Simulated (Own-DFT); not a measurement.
# A change of arrangement and its cost: Ga32P32, 64 atoms

All numbers below are calculated, not measured. The program, named Own-DFT, is a retired in-house plane-wave density functional code that no person has reviewed. Each row is one single-point run on a periodic cell that was not relaxed, without spin or spin-orbit coupling.

Settings of every run: PBE; PseudoDojo norm-conserving scalar-relativistic files; cutoff 42 hartree; 3 x 3 x 3 k mesh centred on Gamma; Fermi-Dirac smearing of 0.1 eV.

Known limits, some of them of some rows only: not probed for a lower state with spin; forces on such cells failed a check on a denser k mesh; forces on such cells passed a denser k mesh, each cell not checked; stress not checked against mesh or cutoff.

All cells hold the same atoms in the same cell, with vectors in Å (10.901, 0.000, 0.000); (0.000, 10.901, 0.000); (0.000, 0.000, 10.901). Every atom was moved at random from its ideal site; u is the rms move along one axis. The defect's site can differ from row to row. E is the free energy of the cell above the lowest run. The arrangements:

- A: zincblende GaP
- B: zincblende GaP, with one Ga on a P site and one P on a Ga site, 2.4 Å apart

| arrangement | u (Å) | E (eV) | P (GPa) |
|---|---|---|---|
| A | 0.0191 | 0.000 | 2.70 |
| A | 0.0194 | 0.048 | 2.72 |
| A | 0.0209 | 0.133 | 2.74 |
| A | 0.0478 | 2.297 | 3.24 |
| A | 0.0508 | 2.724 | 3.34 |
| A | 0.0528 | 2.323 | 3.20 |
| B | 0.0274 | 3.587 | 2.96 |
| B | 0.0300 | 3.686 | 2.97 |
| B | 0.0300 | 3.831 | 3.01 |
| B | 0.0496 | 5.563 | 3.44 |
| B | 0.0516 | 5.510 | 3.37 |
| B | 0.0518 | 5.568 | 3.47 |

Question: once the cost of the random moves is taken out, how do the arrangements rank?

## Worked answer

Fit E = a + b u², with one b for all and one a for each arrangement, and with residuals divided by u², since the noise grows with the moves. Then b = 1096 eV/Å², the scatter at u = 0.04 Å is 0.13 eV, and against A:

- B: 3.14 ± 0.05 eV (higher)

These are energies of unrelaxed cells. Relaxing the atoms lowers the strained arrangements most, so the gaps would shrink and small ones could change sign.
